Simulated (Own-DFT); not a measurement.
# Strain and stress in beta-Si3N4, 112 atoms (N64Si48)

All numbers below are calculated, not measured. They come from Own-DFT, an in-house plane-wave density functional program, since retired, whose code no person has reviewed. Each row is one single-point run on a periodic cell that was not relaxed, without spin or spin-orbit coupling.

Settings of every run: PBE; PseudoDojo norm-conserving scalar-relativistic files; cutoff 42 hartree; 2 x 2 x 4 k mesh centred on Gamma; Fermi-Dirac smearing of 0.1 eV.

Known limits: forces on such cells moved up to 12 meV/angstrom on a denser k mesh; stress not checked against mesh or cutoff.

Unstrained cell vectors in Å: (15.212, 0.000, 0.000); (-7.606, 13.174, 0.000); (0.000, 0.000, 5.818). The unstrained cell has measured lattice constants (interpolated for alloys), not those of this functional. That, the random moves and any unrelaxed bonds set the pressure at no strain. Each run strains this cell uniformly, with the atoms carried along. Every atom was also moved at random, by a Gaussian of width 0.05 Å on each axis. Strain is the symmetric tensor, in per cent. Stress is positive in tension, and the pressure is minus a third of its trace.

| run | e_xx (%) | e_yy (%) | e_zz (%) | e_yz (%) | e_xz (%) | e_xy (%) | s_xx (GPa) | s_yy (GPa) | s_zz (GPa) | s_yz (GPa) | s_xz (GPa) | s_xy (GPa) | P (GPa) | E (meV/atom) |
|---|---|---|---|---|---|---|---|---|---|---|---|---|---|---|
| 1 | -1.67 | -1.78 | -1.55 | -0.51 | -0.66 | 0.83 | -20.77 | -22.95 | -24.30 | -1.48 | -2.37 | 3.60 | 22.68 | 62.6 |
| 2 | 0.70 | 1.26 | -0.55 | 1.51 | 1.54 | 0.32 | -2.01 | -0.79 | -10.37 | 3.48 | 4.57 | 0.63 | 4.39 | 4.1 |
| 3 | -1.80 | 1.59 | -1.44 | -0.42 | 0.30 | 1.52 | -16.77 | -1.64 | -20.61 | -2.99 | 0.92 | 5.42 | 13.01 | 32.1 |
| 4 | 1.88 | -0.85 | 0.33 | -0.09 | -1.30 | -1.54 | 0.59 | -7.70 | -6.69 | -0.77 | -4.22 | -3.75 | 4.60 | 0.0 |
| 5 | 1.76 | 1.85 | 1.00 | 0.97 | 0.31 | 0.34 | 4.06 | 6.05 | -1.60 | 2.98 | 0.87 | 0.68 | -2.84 | 1.9 |
| 6 | 0.97 | -1.88 | 1.67 | -1.60 | 0.18 | 1.98 | -3.77 | -18.63 | 0.69 | -5.72 | 1.76 | 9.06 | 7.24 | 51.2 |
| 7 | 0.72 | -1.84 | 1.28 | 1.36 | 0.42 | 1.80 | -2.93 | -17.21 | -4.65 | 3.62 | 0.70 | 9.69 | 8.27 | 34.8 |
| 8 | 1.77 | -1.66 | -0.89 | 1.60 | 0.87 | 1.50 | -0.91 | -16.07 | -15.63 | 5.11 | 1.27 | 5.77 | 10.87 | 33.2 |
| 9 | -1.42 | 0.79 | 0.04 | -0.29 | 1.77 | -1.56 | -11.65 | -5.77 | -13.77 | 0.77 | 7.14 | -5.21 | 10.39 | 34.8 |
| 10 | -0.25 | 1.06 | 1.56 | -0.65 | -1.22 | -0.96 | -4.67 | -1.63 | 0.89 | -1.23 | -2.67 | -3.13 | 1.80 | 2.3 |
| 11 | 0.51 | -0.03 | 1.19 | -0.95 | -0.47 | -0.51 | -5.37 | -5.75 | -0.29 | -3.19 | -0.59 | -3.02 | 3.80 | 2.0 |
| 12 | -1.23 | -1.91 | 1.57 | -0.86 | 0.68 | -1.09 | -15.59 | -18.21 | -4.26 | -2.13 | 2.05 | -4.47 | 12.69 | 50.1 |
| 13 | 1.79 | 0.94 | -1.33 | -0.97 | 0.10 | 0.48 | 1.48 | -2.58 | -16.22 | -3.12 | 1.41 | 3.13 | 5.77 | 37.5 |
| 14 | -0.13 | -0.01 | 0.52 | -1.75 | 1.57 | -0.84 | -6.66 | -6.18 | -7.15 | -5.16 | 3.81 | -2.92 | 6.66 | 13.6 |
| 15 | 1.46 | -0.64 | -1.52 | 0.87 | -1.34 | 0.22 | -0.77 | -12.28 | -21.01 | 5.53 | -5.43 | 1.38 | 11.36 | 46.9 |
| 16 | -0.38 | 1.65 | 0.57 | 0.66 | 0.48 | 1.16 | -6.21 | 1.85 | -7.88 | 2.28 | 2.51 | 4.92 | 4.08 | 24.2 |
| 17 | -1.85 | 1.88 | -1.40 | 0.21 | 0.60 | 1.55 | ? | ? | ? | ? | ? | ? | ? | ? |

E is the free energy for each atom above the lowest run shown.

## Worked fit

Each stress component was fitted by least squares to a constant and the strains of the runs shown, as fractions, with shears doubled. Shear strains stay in the fit of a normal stress only where such slopes are resolved. The slopes, in GPa:

| stress | at no strain | per e_xx | per e_yy | per e_zz | scatter |
|---|---|---|---|---|---|
| s_xx | -7.3 | 513 ± 25 | 134 ± 24 | 94 ± 28 | 1.28 |
| s_yy | -8.1 | 125 ± 27 | 590 ± 25 | 102 ± 29 | 1.35 |
| s_zz | -10.9 | 134 ± 28 | 86 ± 26 | 656 ± 31 | 1.44 |

Each shear stress against twice its own strain: yz 165 ± 16, xz 151 ± 12, xy 195 ± 14 GPa. These are stiffnesses along x, y and z of the frame in which the cell vectors are given, which need not be the crystal's axes. The atoms are held to the strained lattice; where symmetry lets them move under strain, relaxing them would lower some slopes. The table should be nearly symmetric about its diagonal, and what it lacks of that shows the noise. A ninth of its sum, 270 ± 7 GPa, estimates the bulk modulus near the mean pressure of these runs, 7.8 GPa, so it lies above the value at zero pressure.

## Withheld run

Question: what normal stresses and pressure should run 17 give?

The fit gives s_xx = -15.6, s_yy = -0.7, s_zz = -20.9 and P = 12.4 GPa. The calculation gave -14.75, -0.14, -21.37 and P = 12.09 GPa.
